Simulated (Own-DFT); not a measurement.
# Response to strain: wurtzite AlN, 72 atoms (Al36N36)

These are calculations, not measurements. They come from Own-DFT, an in-house plane-wave density functional program, since retired, whose code no person has reviewed. Each row is one single-point run on a periodic cell that was not relaxed, without spin or spin-orbit coupling.

Settings of every run: PBE; PseudoDojo norm-conserving scalar-relativistic files; cutoff 42 hartree; 4 x 4 x 3 k mesh centred on Gamma; Gaussian smearing of 0.01 eV.

Known limits: k mesh not checked against a denser one; stress not checked against mesh or cutoff.

Unstrained cell vectors in Å: (9.336, 0.000, 0.000); (-4.668, 8.085, 0.000); (0.000, 0.000, 9.964). The unstrained cell has measured lattice constants (interpolated for alloys), not those of this functional. That, the random moves and any unrelaxed bonds set the pressure at no strain. Each run strains this cell uniformly, with the atoms carried along. Every atom was also moved at random, by a Gaussian of width 0.05 Å on each axis. Strain is the symmetric tensor, in per cent. Stress is positive in tension, and the pressure is minus a third of its trace.

```
run,e_xx (%),e_yy (%),e_zz (%),e_yz (%),e_xz (%),e_xy (%),s_xx (GPa),s_yy (GPa),s_zz (GPa),s_yz (GPa),s_xz (GPa),s_xy (GPa),P (GPa),E (meV/atom)
1,1.82,-0.25,-0.51,-0.62,0.06,-0.31,1.75,-3.52,-10.01,-1.66,-0.29,-0.33,3.93,11.8
2,0.16,0.22,-0.23,1.86,-1.10,-1.09,-6.21,-5.92,-6.20,5.92,-1.51,-5.28,6.11,29.8
3,-0.39,0.51,1.00,-1.45,-0.77,-1.90,-6.62,-1.39,-2.05,-3.54,-0.64,-5.82,3.35,0.0
4,1.61,-1.48,1.31,0.81,-1.01,0.72,0.73,-10.50,0.82,1.32,-2.26,2.47,2.98,8.3
5,-1.52,-0.64,0.02,0.01,-0.39,0.84,-14.42,-9.56,-8.05,-0.31,-0.88,3.13,10.67,12.3
6,1.20,-1.81,0.93,1.76,1.80,1.53,-0.11,-13.48,-3.17,3.80,4.67,6.10,5.59,29.9
7,-1.40,0.82,0.53,0.37,-0.24,-0.76,-11.70,-1.97,-3.60,0.74,-0.36,-3.16,5.76,3.7
8,-1.05,-0.27,-1.34,1.21,1.91,-0.04,-15.37,-6.80,-12.71,2.82,5.29,-0.35,11.63,24.9
9,1.10,-1.60,1.92,-0.86,-0.24,-0.29,-3.97,-9.52,2.88,-2.74,-1.54,-1.89,3.54,21.5
10,-0.65,0.43,1.79,1.99,0.26,-0.56,-7.34,-3.99,3.34,4.65,0.18,-1.31,2.66,9.1
11,0.10,-1.90,-1.69,-0.24,1.26,1.64,-9.06,-16.40,-16.17,0.00,3.44,5.30,13.88,41.4
12,-0.59,-1.93,0.63,-0.31,1.73,0.20,-9.58,-15.45,-4.97,-0.15,4.67,0.26,10.00,10.6
13,0.98,0.52,0.46,1.99,-0.78,1.29,-1.93,-2.13,-2.06,5.57,-2.05,4.87,2.04,9.8
14,1.98,-0.08,0.44,-0.09,-0.84,-0.71,3.76,-5.29,-1.02,-0.18,-1.68,-2.01,0.85,4.9
15,1.67,-1.72,-0.83,1.35,-0.94,1.32,-3.12,-12.13,-8.42,2.81,-2.88,5.00,7.89,27.2
16,-1.53,1.63,1.47,-0.03,-1.14,-0.84,-10.07,0.34,-0.24,-0.44,-3.53,-4.20,3.33,19.0
17,-0.20,-1.73,-1.15,-0.18,-0.59,-1.95,-8.01,-17.26,-13.32,0.35,-0.72,-8.80,12.86,31.6
18,0.29,1.19,-1.76,-1.20,-0.56,-1.33,?,?,?,?,?,?,?,?
```

E is the free energy for each atom above the lowest run shown.

## Worked fit

Each stress component was fitted by least squares to a constant and the strains of the runs shown, as fractions, with shears doubled. Shear strains stay in the fit of a normal stress only where such slopes are resolved. The slopes, in GPa:

```
stress,at no strain,per e_xx,per e_yy,per e_zz,scatter
s_xx,-6.6,453 ± 33,86 ± 37,96 ± 36,1.48
s_yy,-5.6,101 ± 32,489 ± 36,57 ± 35,1.44
s_zz,-6.1,85 ± 27,75 ± 31,481 ± 29,1.21
```

Each shear stress against twice its own strain: yz 130 ± 8, xz 127 ± 10, xy 192 ± 11 GPa. These are stiffnesses along x, y and z of the frame in which the cell vectors are given, which need not be the crystal's axes. The atoms are held to the strained lattice; where symmetry lets them move under strain, relaxing them would lower some slopes. The table should be nearly symmetric about its diagonal, and what it lacks of that shows the noise. A ninth of its sum, 214 ± 4 GPa, estimates the bulk modulus near the mean pressure of these runs, 6.3 GPa, so it lies above the value at zero pressure.

## Withheld run

Question: what normal stresses and pressure should run 18 give?

The fit gives s_xx = -6.0, s_yy = -0.5, s_zz = -13.4 and P = 6.6 GPa. The calculation gave -3.32, -2.12, -13.42 and P = 6.29 GPa.
